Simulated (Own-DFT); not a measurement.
# Short bonds, stiff crystals?

Everything here is calculated. The program is Own-DFT (plane waves, in-house, since retired, never reviewed by a person); positions were held fixed, and spin and spin-orbit coupling were off.

Keep in mind (not all hold for every row): forces on such cells moved up to 12 meV/angstrom on a denser k mesh; forces not confirmed at this smearing and k mesh; k mesh not checked against a denser one; forces on such cells passed a denser k mesh, each cell not checked; stress not checked against mesh or cutoff.

All runs are PBE with PseudoDojo norm-conserving files; cutoff and k mesh are each material's own. Every cell starts from measured lattice constants and was given uniform random strains and small random moves of its atoms. Each triple is the change of volume in per cent, the rms move u in Å and the pressure in GPa.

- 2H SiC (C36Si36), 10.36 Å³/atom unstrained: (-2.73, 0.048, 11.74); (-1.59, 0.052, 9.46); (-0.52, 0.048, 6.42); (-0.17, 0.048, 5.86); (1.36, 0.055, 3.02); (1.56, 0.051, 2.15); (3.10, 0.049, -1.57)
- wurtzite GaN (Ga48N48), 11.42 Å³/atom unstrained: (-3.32, 0.051, 15.04); (-3.18, 0.050, 14.71); (-0.82, 0.049, 9.23); (-0.76, 0.050, 9.44); (1.64, 0.051, 4.69); (2.51, 0.052, 3.13); (2.61, 0.048, 2.68)
- diamond silicon (Si64), 20.02 Å³/atom unstrained: withheld
- zincblende GaP (Ga32P32), 20.24 Å³/atom unstrained: (-2.49, 0.048, 5.84); (-1.87, 0.053, 5.19); (-1.44, 0.047, 4.48); (-1.15, 0.048, 4.39); (-0.98, 0.049, 4.25); (1.67, 0.050, 1.87); (3.51, 0.048, 0.54)
- zincblende InP (In48P48), 25.27 Å³/atom unstrained: (-3.23, 0.052, 6.60); (-2.35, 0.052, 5.57); (-1.27, 0.047, 4.65); (0.00, 0.050, 3.71); (0.09, 0.050, 3.69); (0.75, 0.050, 3.07); (1.54, 0.051, 2.74)
- grey tin (Sn64), 34.15 Å³/atom unstrained: (-3.32, 0.053, 5.68); (-2.04, 0.046, 4.72); (-1.72, 0.053, 4.92); (-1.23, 0.050, 4.38); (-0.89, 0.054, 4.29); (0.14, 0.049, 3.70); (1.52, 0.053, 2.89)

## Working it out

Fit a line to each set against the fractional change of volume; B is minus its slope, and u is nearly the same within a set. To take it to zero pressure, assume that B rises by 4 GPa for each GPa: B0 = B - 4 x (mean pressure). The bond length of an ideal tetrahedral crystal with the unstrained volume v is d = (√3/4)(8 v)^(1/3). Cohen's empirical rule reads B0 = (1971 - 220 L) d^(-3.5) GPa, with L = 0 for group IV crystals and SiC and 1 for III-V compounds.

| material | L | d (Å) | B (GPa) | mean P (GPa) | B0 (GPa) | rule (GPa) |
|---|---|---|---|---|---|---|
| 2H SiC (C36Si36) | 0 | 1.888 | 225 ± 6 | 5.3 | 204 ± 6 | 213 |
| wurtzite GaN (Ga48N48) | 1 | 1.950 | 205 ± 5 | 8.4 | 171 ± 5 | 169 |
| diamond silicon (Si64) | 0 | 2.352 | ? | ? | ? | 99 |
| zincblende GaP (Ga32P32) | 1 | 2.360 | 87 ± 3 | 3.8 | 72 ± 3 | 87 |
| zincblende InP (In48P48) | 1 | 2.541 | 81 ± 4 | 4.3 | 64 ± 4 | 67 |
| grey tin (Sn64) | 0 | 2.810 | 56 ± 3 | 4.4 | 39 ± 3 | 53 |

A line through ln[B0/(1971 - 220 L)] against ln d has a slope of -4.1 ± 0.3 and a scatter of 9 %. Against the rule, B0 stands at 96 % for 2H SiC, 101 % for wurtzite GaN, 83 % for zincblende GaP, 95 % for zincblende InP, 74 % for grey tin. PBE tends to make silicon and heavier crystals too soft, and the rule itself is only a guide.

## The run left out

Q: what B0 does the fitted trend give for diamond silicon (Si64)?

Estimate: 87 GPa. Its own runs give B = 92 ± 3 GPa at a mean pressure of 2.2 GPa, so B0 = 84 GPa.
